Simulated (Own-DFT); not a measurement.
# How strain changes the stress of wurtzite GaN, 96 atoms (Ga48N48)

These are calculations, not measurements. They come from Own-DFT, an in-house plane-wave density functional program, since retired, whose code no person has reviewed. Each row is one single-point run on a periodic cell that was not relaxed, without spin or spin-orbit coupling.

Settings of every run: PBE; PseudoDojo norm-conserving scalar-relativistic files; cutoff 42 hartree; 3 x 4 x 3 k mesh centred on Gamma; Fermi-Dirac smearing of 0.1 eV.

Known limits: forces on such cells passed a denser k mesh, each cell not checked; stress not checked against mesh or cutoff.

Unstrained cell vectors in Å: (12.756, 0.000, 0.000); (-4.784, 8.285, 0.000); (0.000, 0.000, 10.370). The unstrained cell has measured lattice constants (interpolated for alloys), not those of this functional. That, the random moves and any unrelaxed bonds set the pressure at no strain. Each run strains this cell uniformly, with the atoms carried along. Every atom was also moved at random, by a Gaussian of width 0.05 Å on each axis. Strain is the symmetric tensor, in per cent. Stress is positive in tension, and the pressure is minus a third of its trace.

| run | e_xx (%) | e_yy (%) | e_zz (%) | e_yz (%) | e_xz (%) | e_xy (%) | s_xx (GPa) | s_yy (GPa) | s_zz (GPa) | s_yz (GPa) | s_xz (GPa) | s_xy (GPa) | P (GPa) | E (meV/atom) |
|---|---|---|---|---|---|---|---|---|---|---|---|---|---|---|
| 1 | 0.72 | -1.18 | 0.25 | -1.97 | 0.28 | -1.56 | -4.55 | -13.00 | -7.95 | -4.24 | -0.18 | -4.75 | 8.50 | 32.4 |
| 2 | 1.30 | 1.73 | -0.21 | -1.62 | 1.17 | -0.09 | -0.84 | 0.53 | -7.72 | -2.96 | 2.27 | -2.19 | 2.68 | 13.0 |
| 3 | -1.49 | 1.85 | -0.36 | 0.08 | -1.03 | 1.57 | -13.59 | -1.98 | -10.59 | 0.38 | -2.26 | 5.52 | 8.72 | 36.9 |
| 4 | 1.87 | -0.91 | 1.41 | 0.33 | -1.77 | 1.02 | -0.29 | -8.96 | -0.82 | 0.69 | -3.57 | 2.68 | 3.36 | 9.8 |
| 5 | 0.25 | 1.61 | 1.25 | -1.87 | -0.45 | 0.03 | -4.65 | -0.75 | -1.01 | -3.91 | -1.43 | 0.91 | 2.14 | 8.5 |
| 6 | -0.41 | -0.50 | -1.87 | 0.52 | 0.49 | -1.66 | -10.49 | -11.92 | -19.49 | 0.95 | 1.41 | -6.12 | 13.97 | 43.3 |
| 7 | -0.72 | -0.76 | -1.63 | -1.22 | -0.87 | 1.63 | -12.06 | -13.67 | -18.01 | -2.84 | -1.26 | 5.15 | 14.58 | 47.0 |
| 8 | 0.89 | -1.48 | 0.94 | 0.15 | 0.41 | 0.37 | -3.83 | -13.11 | -4.87 | 0.71 | 0.72 | 1.52 | 7.27 | 16.6 |
| 9 | 1.65 | 1.04 | -0.61 | 0.22 | -1.37 | -0.94 | -0.17 | -2.96 | -7.37 | 0.68 | -2.82 | -2.56 | 3.50 | 0.0 |
| 10 | -1.67 | -1.10 | 1.31 | -1.87 | -0.54 | 0.75 | -15.23 | -15.27 | -3.15 | -4.64 | -0.41 | 3.34 | 11.22 | 30.8 |
| 11 | -0.80 | 0.94 | 0.47 | 0.47 | 0.07 | 1.35 | -9.76 | -4.59 | -4.63 | 1.25 | -0.25 | 3.57 | 6.33 | 3.7 |
| 12 | -0.95 | 0.66 | -0.76 | 0.43 | -1.83 | -0.43 | -9.61 | -6.15 | -13.64 | 0.13 | -3.68 | -1.68 | 9.80 | 15.5 |
| 13 | 0.62 | -0.38 | 0.80 | -1.34 | 0.82 | -0.07 | -4.67 | -7.21 | -4.11 | -2.54 | 1.11 | -0.10 | 5.33 | 2.0 |
| 14 | 0.28 | 0.70 | 2.00 | -0.73 | -1.94 | -0.99 | -4.68 | -2.76 | 0.23 | -2.30 | -4.04 | -3.45 | 2.40 | 8.0 |
| 15 | -1.91 | 0.09 | 0.01 | -0.54 | 1.04 | 0.05 | -14.15 | -9.00 | -11.41 | -0.12 | 2.82 | -0.83 | 11.52 | 26.3 |
| 16 | 1.86 | -1.67 | -1.49 | 0.82 | 0.50 | 1.23 | -2.43 | -14.12 | -15.45 | 1.89 | 0.33 | 3.16 | 10.67 | 32.4 |
| 17 | -0.93 | 0.55 | -0.52 | 0.34 | -1.56 | 1.02 | ? | ? | ? | ? | ? | ? | ? | ? |

E is the free energy for each atom above the lowest run shown.

## Worked fit

Each stress component was fitted by least squares to a constant and the strains of the runs shown, as fractions, with shears doubled. Shear strains stay in the fit of a normal stress only where such slopes are resolved. The slopes, in GPa:

```
stress  at no strain  per e_xx  per e_yy  per e_zz  scatter
  s_xx          -7.4  405 ± 16   73 ± 17   49 ± 18     0.79
  s_yy          -8.2  110 ± 16  437 ± 17   65 ± 17     0.77
  s_zz          -8.7   99 ± 24   79 ± 25  492 ± 25     1.13
```

Each shear stress against twice its own strain: yz 113 ± 5, xz 97 ± 6, xy 161 ± 10 GPa. These are stiffnesses along x, y and z of the frame in which the cell vectors are given, which need not be the crystal's axes. The atoms are held to the strained lattice; where symmetry lets them move under strain, relaxing them would lower some slopes. The table should be nearly symmetric about its diagonal, and what it lacks of that shows the noise. A ninth of its sum, 201 ± 5 GPa, estimates the bulk modulus near the mean pressure of these runs, 7.6 GPa, so it lies above the value at zero pressure.

## Withheld run

Question: what normal stresses and pressure should run 17 give?

The fit gives s_xx = -11.0, s_yy = -7.1, s_zz = -11.8 and P = 10.0 GPa. The calculation gave -11.09, -6.54, -10.58 and P = 9.40 GPa.
